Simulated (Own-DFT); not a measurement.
# What a defect does to the pressure of its cell: C40 NbSi2

No measurement is shown. These are fixed-geometry runs of a retired plane-wave code named Own-DFT, which no person has reviewed; spin and spin-orbit coupling are neglected.

Method: PBEsol; PseudoDojo norm-conserving scalar-relativistic files, made for PBE; cutoff 42 hartree; 4 x 4 x 5 k mesh centred on Gamma; cold (Marzari-Vanderbilt) smearing of 0.2 eV.

Limits: forces on such cells failed a check on a denser k mesh; stress not checked against mesh or cutoff.

All runs share one cell, with vectors in Å (0.000, 8.324, 0.000); (-9.613, 0.000, 0.000); (0.000, 0.000, 6.586) and a volume of 527.0 Å³. Atoms were moved at random from their sites; u is the rms move along one axis. The defect's site can differ from row to row.

```
                    cell   formula   u (Å)  P (GPa)
               no defect  Nb12Si24  0.0195    -2.17
               no defect  Nb12Si24  0.0205    -2.13
               no defect  Nb12Si24  0.0454    -1.25
        two Nb vacancies  Nb10Si24  0.0283    -3.47
        two Nb vacancies  Nb10Si24  0.0322    -3.36
        two Nb vacancies  Nb10Si24  0.0510    -2.51
          one Si vacancy  Nb12Si23  0.0261    -2.62
          one Si vacancy  Nb12Si23  0.0394    -2.06
          one Si vacancy  Nb12Si23  0.0476    -1.68
two Si on a Nb site each  Nb10Si26  0.0330    -1.71
two Si on a Nb site each  Nb10Si26  0.0489    -0.80
two Si on a Nb site each  Nb10Si26  0.0535    -0.90
two Nb on a Si site each  Nb14Si22  0.0283        ?
two Nb on a Si site each  Nb14Si22  0.0304     3.49
two Nb on a Si site each  Nb14Si22  0.0492     4.55
two Nb on a Si site each  Nb14Si22  0.0508     4.10
```

## What the rows give

P = P0 + c u² + a shift for each defect gives P0 = -2.36 GPa, c = 534 ± 53 GPa/Å² and a scatter of 0.15 GPa. The shifts, and each times the cell's volume:

- two Nb on a Si site each: 5.36 ± 0.14 GPa, 17.6 eV (8.8 eV for each of its 2 sites)
- two Si on a Nb site each: 0.10 ± 0.14 GPa, 0.3 eV (0.2 eV for each of its 2 sites) (not resolved)
- one Si vacancy: -0.56 ± 0.13 GPa, -1.8 eV
- two Nb vacancies: -1.54 ± 0.13 GPa, -5.1 eV (-2.5 eV for each of its 2 sites)

A positive shift means that the defect pushes the cell outwards. Shift times volume (160.2 GPa Å³ is 1 eV) depends little on the cell's size, so, taken for each site, it can be compared between cells at like pressure. The atoms around the defects weren't relaxed, which would change these numbers.

## Withheld run

Question: what pressure belongs in the blank (two Nb on a Si site each, u = 0.0283 Å)?

The fit gives 3.42 ± 0.19 GPa. The run itself gave 3.48 GPa.
